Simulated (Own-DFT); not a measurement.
# Computed records: Al3GaN4 (wurtzite random alloy, strained, atoms displaced)

All values are calculated (Own-DFT development build). A calculation, not a measurement: plane-wave PBE density functional theory by an unreviewed code, no spin, of a simulated periodic cell, stress positive in tension, free energy of the whole cell less one offset for each atom, forces on such cells passed a denser k mesh, this cell's mesh not checked; offsets are fitted by least squares, one for each functional and potential file, so energies compare only between cells with the same atoms and settings and are not formation energies; the far tail of each file's local potential was reset to the Coulomb form; each entry is a single point on an unrelaxed cell, so the pressure reflects the starting lattice, mostly measured values, from which strain is counted, and rises with the displacements; printed positions are rounded, which can move forces by about a meV/angstrom; the program is a retired in-house code; no spin-orbit coupling.

Settings shared by all entries: functional PBE; potential files PseudoDojo norm-conserving, scalar-relativistic, standard set with the stringent files for Ga; wave cutoff 96 hartree; occupations Gaussian; smearing width 0.01 eV; k mesh 4 x 4 x 3 centred on Gamma.

```json
{"entry": 1, "formula": "Al3GaN4", "kind": "wurtzite random alloy, strained, atoms displaced", "structure": {"cell_angstrom": [[9.4877, 0.0, 0.0], [-4.7438, 8.2166, 0.0], [0.0, 0.0, 10.0655]], "atoms_fractional": [["Al", 0.10612, 0.21783, 0.99039], ["Al", 0.21305, 0.11114, 0.25075], ["N", 0.11911, 0.22308, 0.19272], ["N", 0.22462, 0.11255, 0.43896], ["Al", 0.11517, 0.22995, 0.48761], ["Al", 0.21376, 0.10778, 0.75177], ["N", 0.11087, 0.22145, 0.6956], ["N", 0.22858, 0.10569, 0.94065], ["Al", 0.11038, 0.56379, 0.99603], ["Al", 0.22313, 0.45151, 0.24905], ["N", 0.10683, 0.56139, 0.19306], ["N", 0.23844, 0.44778, 0.43487], ["Al", 0.11542, 0.55863, 0.49808], ["Al", 0.22248, 0.44886, 0.74579], ["N", 0.11408, 0.5491, 0.69759], ["N", 0.23342, 0.44532, 0.93771], ["Ga", 0.11323, 0.89393, 0.99326], ["Al", 0.22994, 0.7761, 0.25195], ["N", 0.125, 0.89683, 0.18913], ["N", 0.22126, 0.78023, 0.44056], ["Al", 0.11638, 0.90063, 0.50024], ["Ga", 0.21618, 0.77122, 0.74666], ["N", 0.11592, 0.89928, 0.69081], ["N", 0.21798, 0.78422, 0.94435], ["Ga", 0.4535, 0.22249, 0.99373], ["Al", 0.54737, 0.10133, 0.25583], ["N", 0.44613, 0.2212, 0.19152], ["N", 0.55568, 0.10504, 0.43449], ["Al", 0.44784, 0.22147, 0.50268], ["Ga", 0.55975, 0.11567, 0.75884], ["N", 0.44939, 0.2302, 0.69491], ["N", 0.56198, 0.11955, 0.93529], ["Al", 0.43982, 0.56263, 0.99128], ["Ga", 0.5424, 0.4409, 0.24873], ["N", 0.4488, 0.55383, 0.18973], ["N", 0.55702, 0.45171, 0.43275], ["Al", 0.43585, 0.55844, 0.49654], ["Al", 0.54742, 0.4409, 0.75213], ["N", 0.44819, 0.56965, 0.69007], ["N", 0.5621, 0.44539, 0.93931], ["Al", 0.44265, 0.89501, 0.00448], ["Al", 0.55762, 0.77129, 0.25633], ["N", 0.44649, 0.89048, 0.18958], ["N", 0.54755, 0.77988, 0.44851], ["Al", 0.44206, 0.89193, 0.50228], ["Al", 0.557, 0.77825, 0.74927], ["N", 0.45531, 0.89451, 0.68601], ["N", 0.55232, 0.77173, 0.94245], ["Al", 0.77544, 0.22064, 0.99531], ["Al", 0.90116, 0.12015, 0.25022], ["N", 0.7731, 0.22582, 0.18608], ["N", 0.90091, 0.1156, 0.43933], ["Al", 0.77904, 0.22762, 0.50635], ["Ga", 0.89748, 0.11561, 0.75512], ["N", 0.77078, 0.21407, 0.68803], ["N", 0.88418, 0.11082, 0.94536], ["Al", 0.7752, 0.55889, 0.99043], ["Al", 0.88484, 0.44183, 0.25329], ["N", 0.77428, 0.54902, 0.20485], ["N", 0.88675, 0.44492, 0.44585], ["Al", 0.77201, 0.55585, 0.49881], ["Ga", 0.89576, 0.45089, 0.74972], ["N", 0.78338, 0.56159, 0.69115], ["N", 0.883, 0.44708, 0.93722], ["Al", 0.77191, 0.89196, 0.0036], ["Ga", 0.89491, 0.78389, 0.2509], ["N", 0.77314, 0.88873, 0.19386], ["N", 0.88558, 0.78108, 0.44539], ["Ga", 0.78041, 0.89285, 0.49615], ["Al", 0.88418, 0.76812, 0.75095], ["N", 0.77989, 0.88011, 0.69001], ["N", 0.89618, 0.78401, 0.93952]]}, "results": {"pressure [GPa]": null}}
{"entry": 2, "formula": "Al3GaN4", "kind": "wurtzite random alloy, strained, atoms displaced", "structure": {"cell_angstrom": [[9.4877, 0.0, 0.0], [-4.7438, 8.2166, 0.0], [0.0, 0.0, 10.0655]], "atoms_fractional": [["Al", 0.11282, 0.22295, 0.9986], ["Al", 0.21841, 0.10711, 0.2551], ["N", 0.10346, 0.22052, 0.1887], ["N", 0.23394, 0.10806, 0.44083], ["Ga", 0.10999, 0.20995, 0.49944], ["Al", 0.21649, 0.11658, 0.75725], ["N", 0.11437, 0.22577, 0.69081], ["N", 0.22347, 0.11284, 0.94374], ["Al", 0.1104, 0.54918, 0.9923], ["Al", 0.22602, 0.45178, 0.24566], ["N", 0.10243, 0.55211, 0.19255], ["N", 0.21134, 0.4367, 0.43947], ["Ga", 0.11391, 0.5596, 0.49333], ["Ga", 0.21122, 0.4364, 0.7518], ["N", 0.11259, 0.54697, 0.68968], ["N", 0.23043, 0.44404, 0.93801], ["Ga", 0.11165, 0.89246, 0.00432], ["Ga", 0.21765, 0.77115, 0.24885], ["N", 0.11108, 0.88859, 0.19641], ["N", 0.22632, 0.78593, 0.44453], ["Al", 0.11491, 0.88281, 0.50451], ["Al", 0.22365, 0.78405, 0.75271], ["N", 0.12484, 0.89654, 0.68963], ["N", 0.22842, 0.78273, 0.93085], ["Al", 0.44821, 0.22162, 0.00906], ["Al", 0.55914, 0.11373, 0.24504], ["N", 0.43493, 0.21559, 0.18988], ["N", 0.56962, 0.11455, 0.44399], ["Al", 0.43758, 0.21891, 0.49902], ["Al", 0.55325, 0.10692, 0.74706], ["N", 0.45028, 0.2241, 0.69325], ["N", 0.54676, 0.10325, 0.93942], ["Al", 0.45114, 0.55965, 0.00136], ["Ga", 0.55642, 0.43973, 0.24786], ["N", 0.44327, 0.55112, 0.19262], ["N", 0.55999, 0.44046, 0.43388], ["Al", 0.4385, 0.55763, 0.50175], ["Ga", 0.5576, 0.43911, 0.75834], ["N", 0.4534, 0.56057, 0.69191], ["N", 0.55165, 0.44172, 0.93767], ["Al", 0.44432, 0.89117, 0.00182], ["Al", 0.55768, 0.7727, 0.25267], ["N", 0.43603, 0.89693, 0.18381], ["N", 0.55221, 0.78109, 0.44411], ["Al", 0.46205, 0.88931, 0.51127], ["Al", 0.56166, 0.77743, 0.74424], ["N", 0.45014, 0.89098, 0.68423], ["N", 0.55191, 0.77705, 0.94657], ["Al", 0.78504, 0.22244, 0.01135], ["Al", 0.89635, 0.12029, 0.25253], ["N", 0.77385, 0.22523, 0.18634], ["N", 0.8827, 0.10386, 0.44094], ["Al", 0.78547, 0.23018, 0.51279], ["Ga", 0.90101, 0.11585, 0.75461], ["N", 0.78236, 0.22232, 0.68891], ["N", 0.88312, 0.10572, 0.94051], ["Al", 0.78674, 0.55381, 0.00406], ["Al", 0.88897, 0.4521, 0.24872], ["N", 0.77703, 0.55438, 0.18991], ["N", 0.89768, 0.44684, 0.44716], ["Al", 0.77395, 0.55488, 0.49904], ["Al", 0.88662, 0.44269, 0.75324], ["N", 0.78828, 0.57082, 0.67962], ["N", 0.88928, 0.44983, 0.94268], ["Al", 0.78678, 0.90055, 0.9893], ["Ga", 0.89115, 0.7767, 0.25219], ["N", 0.78142, 0.88451, 0.19028], ["N", 0.89835, 0.78044, 0.44535], ["Al", 0.78218, 0.8933, 0.49475], ["Al", 0.87836, 0.77046, 0.74591], ["N", 0.7761, 0.8792, 0.69553], ["N", 0.89628, 0.78457, 0.93395]]}, "results": {"stress_zz [GPa]": null}}
{"entry": 3, "formula": "Al3GaN4", "kind": "wurtzite random alloy, strained, atoms displaced", "structure": {"cell_angstrom": [[9.4877, 0.0, 0.0], [-4.7438, 8.2166, 0.0], [0.0, 0.0, 10.0655]], "atoms_fractional": [["Al", 0.11271, 0.22713, 0.99703], ["Al", 0.22454, 0.10646, 0.24247], ["N", 0.11203, 0.22089, 0.19511], ["N", 0.21291, 0.10716, 0.43449], ["Al", 0.11527, 0.22545, 0.50081], ["Al", 0.22271, 0.11278, 0.74121], ["N", 0.11854, 0.22379, 0.69624], ["N", 0.21951, 0.10563, 0.95528], ["Al", 0.118, 0.55334, 0.9964], ["Al", 0.22, 0.44018, 0.25458], ["N", 0.11403, 0.55508, 0.19722], ["N", 0.22184, 0.44276, 0.43344], ["Al", 0.12295, 0.55737, 0.5], ["Al", 0.23222, 0.44922, 0.74376], ["N", 0.1006, 0.55769, 0.69233], ["N", 0.23144, 0.43771, 0.93857], ["Al", 0.10768, 0.88364, 0.00076], ["Al", 0.22823, 0.78172, 0.25374], ["N", 0.10034, 0.88079, 0.19671], ["N", 0.21595, 0.78004, 0.44738], ["Ga", 0.10759, 0.8882, 0.49555], ["Ga", 0.22067, 0.77503, 0.74981], ["N", 0.11279, 0.89989, 0.69479], ["N", 0.22362, 0.7882, 0.9457], ["Al", 0.44791, 0.22554, 4e-05], ["Ga", 0.55195, 0.11841, 0.25351], ["N", 0.44119, 0.21066, 0.18523], ["N", 0.55188, 0.10832, 0.44041], ["Al", 0.43927, 0.22755, 0.49949], ["Al", 0.53888, 0.10504, 0.74785], ["N", 0.45037, 0.23059, 0.68935], ["N", 0.5463, 0.11519, 0.93714], ["Al", 0.43137, 0.55099, 0.99848], ["Al", 0.5636, 0.45384, 0.24483], ["N", 0.44631, 0.55597, 0.1852], ["N", 0.55323, 0.44288, 0.43503], ["Ga", 0.44727, 0.55232, 0.49757], ["Al", 0.54937, 0.43657, 0.75388], ["N", 0.43787, 0.5549, 0.67935], ["N", 0.55684, 0.43978, 0.94296], ["Al", 0.452, 0.88808, 0.99826], ["Al", 0.55694, 0.78016, 0.24235], ["N", 0.43921, 0.88557, 0.19659], ["N", 0.56122, 0.77373, 0.444], ["Ga", 0.45516, 0.89779, 0.5043], ["Al", 0.55872, 0.77326, 0.75729], ["N", 0.44854, 0.89017, 0.68417], ["N", 0.55022, 0.77779, 0.93677], ["Al", 0.77609, 0.22075, 0.00944], ["Ga", 0.8821, 0.11378, 0.25482], ["N", 0.76522, 0.21829, 0.18895], ["N", 0.88561, 0.1149, 0.44073], ["Al", 0.78261, 0.2217, 0.49829], ["Ga", 0.8832, 0.10339, 0.75441], ["N", 0.77934, 0.23287, 0.69089], ["N", 0.882, 0.11089, 0.94262], ["Al", 0.77476, 0.55315, 0.0038], ["Ga", 0.88816, 0.4449, 0.25009], ["N", 0.78216, 0.55865, 0.19426], ["N", 0.88705, 0.43914, 0.43966], ["Ga", 0.78158, 0.54729, 0.50121], ["Al", 0.89204, 0.45, 0.75288], ["N", 0.7785, 0.56359, 0.68753], ["N", 0.89314, 0.43906, 0.93791], ["Al", 0.7804, 0.88845, 0.00067], ["Al", 0.8916, 0.78027, 0.24673], ["N", 0.77619, 0.89479, 0.1857], ["N", 0.88652, 0.77744, 0.44299], ["Al", 0.77806, 0.88561, 0.50704], ["Al", 0.89577, 0.79101, 0.74924], ["N", 0.78123, 0.88963, 0.68057], ["N", 0.88958, 0.77468, 0.94072]]}, "results": {"stress_xx [GPa]": null}}
```

Question: Estimate the pressure of Al3GaN4 (wurtzite random alloy, strained, atoms displaced) (entry 1).
Answer: 2.26 GPa

Question: Al3GaN4 (wurtzite random alloy, strained, atoms displaced) (entry 2): stress zz?
Answer: -6.78 GPa

Question: Give the table of force values for Al3GaN4 (wurtzite random alloy, strained, atoms displaced) (entry 2).
Answer: 
Force:
```
element  x (eV/Å)  y (eV/Å)  z (eV/Å)
     Al     0.236    -0.155     0.637
     Al    -0.086     0.286    -0.723
      N     1.367     0.818     0.085
      N     -1.96    -1.005    -0.417
     Ga     -0.33     0.744    -0.488
     Al     2.373    -0.931    -0.686
      N     0.946    -1.534    -0.126
      N    -0.276     1.187    -0.071
     Al     0.306     1.615     0.417
     Al    -0.494    -1.405     0.738
      N     1.142    -0.649    -1.602
      N     2.154     0.591    -0.925
     Ga      0.43     0.502     1.375
     Ga     1.986     2.108    -0.545
      N    -2.253     1.779     0.781
      N    -1.033    -0.394     1.975
     Ga     0.742    -0.485    -0.575
     Ga     0.318     1.305     0.874
      N    -0.048     0.664    -0.439
      N      1.73     -0.28     -0.21
     Al    -0.279      0.94     0.089
     Al     0.897     -0.82    -1.739
      N    -1.733     0.045     0.463
      N    -0.017    -1.287     2.243
     Al    -0.495      -0.3    -2.031
     Al     -0.76    -0.652     1.623
      N     0.693    -0.148     0.588
      N    -1.002    -0.106    -0.413
     Al     3.036      0.88     0.797
     Al     0.274     0.366     0.475
      N    -0.993    -1.125    -0.792
      N       1.1     1.658     0.184
     Al    -0.065    -0.069     -0.35
     Ga    -0.505    -0.236     0.028
      N    -0.694     0.979    -0.533
      N    -1.266     0.375     1.907
     Al     0.824    -0.885    -0.053
     Ga    -0.108     1.036    -2.473
      N    -0.757    -0.633    -0.771
      N     1.194     0.331     3.495
     Al     0.049    -0.663    -0.907
     Al    -0.592     1.102    -0.821
      N     2.146    -0.734     1.136
      N     2.277    -1.439    -1.128
     Al    -3.148     1.664    -2.809
     Al    -1.352     -0.14     1.521
      N     0.059    -0.547     2.871
      N     0.894     0.613    -0.959
     Al    -1.523    -0.295    -3.064
     Al    -1.256    -1.534    -0.039
      N     1.065       0.4     1.908
      N     0.022      1.23    -0.124
     Al    -0.149    -0.493    -2.811
     Ga    -1.768    -1.263    -1.138
      N     -0.68     0.276     2.339
      N     0.659     2.935     0.967
     Al     -2.25     1.385    -0.784
     Al     0.228    -1.385     1.358
      N     0.745    -0.144    -0.551
      N    -2.538    -0.701    -1.718
     Al     0.944     0.061    -0.645
     Al     0.201     0.782    -1.288
      N     0.624    -2.915     1.627
      N     1.217    -1.556    -0.383
     Al    -0.417    -3.635     1.778
     Ga    -0.283       0.2     0.303
      N     -1.62     1.364    -0.374
      N    -1.152    -0.241     0.222
     Al     0.211    -1.557     0.993
     Al     2.241     1.715     0.664
      N    -0.323     1.771    -1.464
      N    -1.126    -1.365      0.51
```

Question: What stress xx does the calculation give for Al3GaN4 (wurtzite random alloy, strained, atoms displaced) (entry 3)?
Answer: -0.25 GPa

Question: Give the table of force values for Al3GaN4 (wurtzite random alloy, strained, atoms displaced) (entry 3).
Answer: 
Force:
```
element  x (eV/Å)  y (eV/Å)  z (eV/Å)
     Al     0.315    -1.979     1.071
     Al     -1.15     0.005     0.186
      N    -0.085     0.527    -1.076
      N     0.934     1.769     0.392
     Al    -0.771    -0.726     -0.39
     Al     0.713     0.402     2.122
      N    -0.775     0.769    -1.222
      N    -0.394     0.919    -1.731
     Al    -0.924     0.459      0.76
     Al     0.288     0.153    -1.733
      N     0.695     0.334    -1.373
      N    -0.243    -0.227     1.991
     Al    -1.884     0.186    -0.171
     Al    -1.938    -0.909     0.681
      N     2.667    -0.873    -0.786
      N    -2.574      0.72    -1.248
     Al    -0.295     0.895     0.818
     Al    -1.319    -0.903     0.309
      N      1.91     0.803     -1.06
      N     2.153    -1.221    -1.148
     Ga     -0.47     0.172     0.838
     Ga    -0.282     1.246     0.157
      N     0.258    -0.805    -0.258
      N     1.782     -1.95    -0.056
     Al    -1.063    -1.253     0.126
     Ga     0.819    -1.814     0.215
      N    -1.781     2.701     0.139
      N     -0.12     2.336     1.054
     Al     0.718     -0.89    -0.743
     Al      2.18      1.13     0.316
      N    -1.215    -1.379    -0.551
      N     2.054    -1.071     0.189
     Al     3.046     0.918     0.781
     Al    -0.688    -1.355     0.341
      N     -0.35     0.065     0.368
      N     0.775    -0.934    -0.593
     Ga    -0.251     0.638    -1.364
     Al     0.767     2.094    -0.469
      N     1.436      0.43     3.417
      N    -0.958     1.164    -0.224
     Al    -2.494     1.401     0.838
     Al    -0.099    -0.286     1.516
      N     1.129     0.025    -1.468
      N     -0.29     1.043    -1.564
     Ga    -0.295    -1.816    -2.006
     Al     -0.56       0.5    -2.804
      N     0.366    -0.325     3.289
      N     1.399    -0.764       0.9
     Al    -0.803     0.122     -2.54
     Ga     1.006     0.011    -0.837
      N     1.116     0.805     0.163
      N     1.333    -0.841     1.582
     Al    -1.526     0.306     1.176
     Ga    -0.727     1.863    -0.877
      N     -0.32    -1.276    -0.388
      N      0.84    -0.291     1.042
     Al     1.042     0.039    -0.764
     Ga     0.678    -0.091     0.072
      N    -1.147     0.348    -1.187
      N     1.733    -0.103     0.435
     Ga    -1.171     1.038    -0.281
     Al    -1.436    -0.886    -0.366
      N    -0.117    -0.367     2.246
      N    -0.448     0.722     1.467
     Al    -0.069     0.187    -0.184
     Al    -1.397    -0.152     1.369
      N      0.49    -1.402     0.156
      N    -0.783    -0.169    -1.174
     Al      -0.1     0.238    -3.222
     Al     0.209    -1.696    -0.114
      N    -0.656    -0.804     3.503
      N    -0.889     0.078    -0.053
```

Further results for Al3GaN4 (wurtzite random alloy, strained, atoms displaced) (entry 1):

```
free energy of cell above offsets : -22.956 eV
stress xx                         : -0.67 GPa
stress yy                         : -2.05 GPa
stress zz                         : -4.07 GPa
stress yz                         : -0.27 GPa
stress xz                         : -0.69 GPa
stress xy                         : -0.09 GPa
```

Force:
```
element  x (eV/Å)  y (eV/Å)  z (eV/Å)
     Al     1.532      0.75     1.266
     Al     3.054    -0.211    -0.373
      N    -1.909     1.163    -1.107
      N    -0.101     0.838     0.411
     Al     1.076    -0.789     1.614
     Al     1.471     1.039     0.019
      N     0.957     1.628    -1.385
      N     -1.98     2.379    -1.265
     Al     0.135    -0.916     0.676
     Al     0.635    -0.338    -1.251
      N     1.106    -0.942    -0.406
      N    -3.753    -0.718     0.082
     Al    -0.515    -0.245     0.008
     Al     2.109    -0.946     0.944
      N    -0.375     0.695    -2.343
      N    -2.881    -0.752     -0.19
     Ga    -0.536    -0.434     1.983
     Al    -1.459     0.971    -0.353
      N    -0.391    -0.572     0.811
      N     0.152    -0.224     0.544
     Al    -0.563    -1.411     0.027
     Ga      0.76      2.06     0.325
      N    -0.365     -1.64    -0.511
      N      2.75    -1.314    -0.732
     Ga    -1.632     0.812     2.003
     Al     0.241     1.799    -1.751
      N     -0.54    -1.496     0.035
      N    -0.239     1.031     2.182
     Al    -0.227     0.697    -0.682
     Ga    -0.688    -0.783    -3.091
      N    -1.086    -0.966    -1.045
      N     1.313    -2.188     2.755
     Al     2.373    -1.356     1.818
     Ga     2.578     -0.75    -0.434
      N    -3.281     1.664    -1.251
      N    -0.524    -0.856     3.369
     Al     3.527     1.165       1.3
     Al      0.55     1.609    -0.433
      N    -0.036      -2.5    -0.315
      N    -1.681         1    -0.558
     Al      0.44    -0.471    -0.837
     Al    -0.669     0.613    -0.317
      N     0.521    -0.989     0.329
      N     0.292    -0.353    -1.568
     Al     0.295     0.012     -0.21
     Al     0.353      1.27    -0.051
      N    -0.895    -0.746     0.983
      N     -0.63     2.367     -0.57
     Al    -0.117     1.348     1.307
     Al    -1.741    -0.708    -0.515
      N     1.135    -0.768     0.531
      N    -1.585     1.123    -0.331
     Al     0.297     -1.02    -1.482
     Ga    -1.429    -1.714    -1.183
      N     1.286     1.359     0.338
      N     0.457     0.051     0.437
     Al     0.662     0.358     2.164
     Al     -0.48     0.054    -0.217
      N     0.224     1.039    -2.325
      N     0.876     0.167     0.034
     Al     0.225     0.563    -0.252
     Ga    -1.249    -1.434    -0.512
      N     -1.03    -1.416    -0.672
      N     1.383    -0.191     1.227
     Al     0.866    -0.962    -0.039
     Ga     0.426    -1.036     -0.18
      N     0.108     1.095    -0.382
      N     2.048    -0.443    -0.107
     Ga    -0.793    -0.088     1.028
     Al     0.146     2.198    -0.247
      N    -0.725     0.693     1.045
      N    -2.251     -0.92    -0.122
```

Further results for Al3GaN4 (wurtzite random alloy, strained, atoms displaced) (entry 2):

```
free energy of cell above offsets : -22.692 eV
pressure                          : 2.58 GPa
stress xx                         : -0.18 GPa
stress yy                         : -0.79 GPa
stress yz                         : -0.3 GPa
stress xz                         : 0.25 GPa
stress xy                         : 0.26 GPa
```

Further results for Al3GaN4 (wurtzite random alloy, strained, atoms displaced) (entry 3):

```
free energy of cell above offsets : -23.306 eV
pressure                          : 2.16 GPa
stress yy                         : -0.61 GPa
stress zz                         : -5.61 GPa
stress yz                         : -0.03 GPa
stress xz                         : 0.79 GPa
stress xy                         : 0.32 GPa
```
